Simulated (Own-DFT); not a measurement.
# How much smaller does PBEsol make it? wurtzite AlGaN with randomly placed atoms, 72 atoms (Al27Ga9N36)

No measurement is shown. These are fixed-geometry runs of a retired plane-wave code named Own-DFT, which no person has reviewed; spin and spin-orbit coupling are neglected.

Limits: forces on such cells passed a denser k mesh, each cell not checked; stress not checked against mesh or cutoff.

Each geometry was run with PBE and with PBEsol, otherwise alike: PseudoDojo norm-conserving scalar-relativistic files made for PBE; cutoff 42 hartree; 4 x 4 x 3 k mesh centred on Gamma; Fermi-Dirac smearing of 0.1 eV. Unstrained cell vectors in Å: (9.394, 0.000, 0.000); (-4.697, 8.135, 0.000); (0.000, 0.000, 10.066). Each has a uniform strain, of which the change of volume is shown, and random moves of rms u per axis. The random placing of the alloy's atoms differs from row to row.

```
run  volume change (%)   u (Å)  P with PBE (GPa)  P with PBEsol (GPa)
  1               5.58  0.0522             -3.47                -6.38
  2              -4.45  0.0495             17.56                14.25
  3              -1.99  0.0462             10.88                 7.68
  4              -1.99  0.0497             11.30                 8.08
  5               5.58  0.0498             -3.71                -6.65
  6              -4.45  0.0506             17.91                14.60
  7               1.51  0.0511              3.75                 0.69
  8              -0.50  0.0533              8.29                 5.13
  9               3.53  0.0484             -0.14                -3.13
 10              -1.00  0.0527              8.73                 5.57
 11              -2.98  0.0555             14.07                    ?
```

The question: by how much does PBEsol shrink this cell, and what belongs in the blank?

## Working it out

Write v for the change of volume as a fraction. Fitted to v and u², the PBE pressure has a slope of -210 ± 7 GPa in v, with the ions held to the strained lattice. The difference PBEsol less PBE is -3.13 + 3.9 v GPa (slope ± 0.1) and averages -3.13 GPa. Divided by the mean slope of the two, 208 GPa, that makes PBEsol's volume at a given pressure, near 6 GPa, about 1.5 % smaller, or 0.50 % in lengths. At one volume PBEsol's slope is the smaller by 4 GPa, but its pressure there is lower too. If stiffness rises by about 4 GPa for each GPa, PBEsol at equal pressure is stiffer by about 9 GPa. Files made for PBEsol would give a different shift.

For run 11 the line gives 10.82 GPa. Computed: 10.81 GPa.
